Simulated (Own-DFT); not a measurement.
# Slab less bulk: wurtzite AlN, m plane (10-10)

The numbers are computed, not measured, by runs of the plane-wave DFT program Own-DFT (in-house, retired, unreviewed) at fixed positions, with no spin and no spin-orbit coupling.

Known weak points (not all hold for every row): some atoms lie very close together; k mesh not checked against a denser one.

Both sets of runs: PBE; PseudoDojo norm-conserving scalar-relativistic files; cutoff 42 hartree; Gaussian smearing of 0.01 eV. The slab has 128 atoms in 16 layers, two equal faces of 62.02 Å² as cut, 15 Å of vacuum, a dipole correction along the normal and a 6 x 3 x 1 mesh. The bulk cell has 128 atoms, the same measured lattice constants and a 3 x 3 x 3 mesh. In the slab only the 32 atoms nearest the faces were moved at random; u is their rms move along one axis. Energies are counted from -174.06 eV for each atom.

```
slab run,u (Å),E (eV, cell)
1,0.0451,21.061
2,0.0475,20.576
3,0.0513,21.702
4,0.0522,21.075
5,0.0523,21.528
6,0.0538,20.841
7,0.0943,27.085
8,0.0947,24.926
9,0.0979,29.260
10,0.1023,28.957
11,0.1079,28.304
12,0.1101,30.782
```

| bulk run | u (Å) | E (meV/atom) |
|---|---|---|
| 1 | 0.0186 | -2.43 |
| 2 | 0.0190 | -3.10 |
| 3 | 0.0193 | -3.40 |
| 4 | 0.0199 | -2.41 |
| 5 | 0.0205 | -1.27 |
| 6 | 0.0939 | 255.33 |
| 7 | 0.1005 | 329.94 |
| 8 | 0.1010 | 310.20 |
| 9 | 0.1024 | 335.24 |
| 10 | 0.1068 | 365.64 |

Asked: what is the energy of the unrelaxed surface?

## Solution

Take each set to u = 0 with E = a + b u². Residuals are scaled by 1/(u² + 0.0006 Å²) to tame the large moves. Slab: a = 18.87 ± 0.30 eV. Bulk: a = -14.9 ± 0.5 meV/atom. The excess is 18.87 - 128 x (-0.0149) = 20.77 ± 0.30 eV. Over two faces that is 167 meV/Å², or 2.68 ± 0.04 J/m². Relaxing the faces would lower the energy, and the unlike meshes and the reach from the smallest u down to zero add errors that aren't counted here.
